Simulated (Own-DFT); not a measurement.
# How strain changes the stress of wurtzite GaN, 72 atoms (Ga36N36)

All numbers below are calculated, not measured. They come from Own-DFT, an in-house plane-wave density functional program, since retired, whose code no person has reviewed. Each row is one single-point run on a periodic cell that was not relaxed, without spin or spin-orbit coupling.

Settings of every run: PBE; PseudoDojo norm-conserving scalar-relativistic files (stringent for Ga); cutoff 96 hartree; 4 x 4 x 3 k mesh centred on Gamma; Gaussian smearing of 0.01 eV.

Known limits: forces not confirmed at this smearing and k mesh; stress not checked against mesh or cutoff.

Unstrained cell vectors in Å: (9.567, 0.000, 0.000); (-4.784, 8.285, 0.000); (0.000, 0.000, 10.370). The unstrained cell has measured lattice constants (interpolated for alloys), not those of this functional. That, the random moves and any unrelaxed bonds set the pressure at no strain. Each run strains this cell uniformly, with the atoms carried along. Every atom was also moved at random, by a Gaussian of width 0.05 Å on each axis. Strain is the symmetric tensor, in per cent. Stress is positive in tension, and the pressure is minus a third of its trace.

| run | e_xx (%) | e_yy (%) | e_zz (%) | s_xx (GPa) | s_yy (GPa) | s_zz (GPa) | P (GPa) | E (meV/atom) |
|---|---|---|---|---|---|---|---|---|
| 1 | 0.00 | 0.00 | 0.50 | -5.35 | -8.26 | -3.84 | 5.82 | 0.0 |
| 2 | 0.00 | 0.00 | -1.50 | -6.44 | -9.03 | -13.87 | 9.78 | 12.1 |
| 3 | 0.00 | 0.00 | 3.00 | -5.53 | -4.33 | 4.72 | 1.71 | 7.9 |
| 4 | 0.00 | 0.00 | 2.00 | -7.38 | -4.39 | 1.75 | 3.34 | 2.2 |
| 5 | 0.00 | 0.00 | 2.50 | -4.06 | -5.86 | 2.58 | 2.45 | 2.7 |
| 6 | 0.00 | 0.00 | -1.00 | -7.42 | -8.47 | -11.12 | 9.00 | 16.6 |
| 7 | 0.00 | 0.00 | 1.00 | -6.71 | -6.48 | -2.34 | 5.17 | 7.3 |
| 8 | 0.00 | 0.00 | -1.75 | -8.80 | -8.10 | -16.00 | 10.96 | 26.0 |
| 9 | 0.00 | 0.00 | 1.25 | ? | ? | ? | ? | ? |

E is the free energy for each atom above the lowest run shown.

## Worked fit

The change of volume is close to e_xx + e_yy + e_zz. A straight line through the runs shown gives P = 7.15 - 190 x (fractional change of volume) GPa, with an error of 6 on the slope and a scatter of 0.29 GPa. The strain isn't the same on all axes and the cell isn't cubic, so the slope belongs to this path and is not the bulk modulus.

## Withheld run

Question: what pressure should run 9 give? Its volume changes by 1.25 %.

The line gives 4.8 GPa. The calculation gave 4.54 GPa.
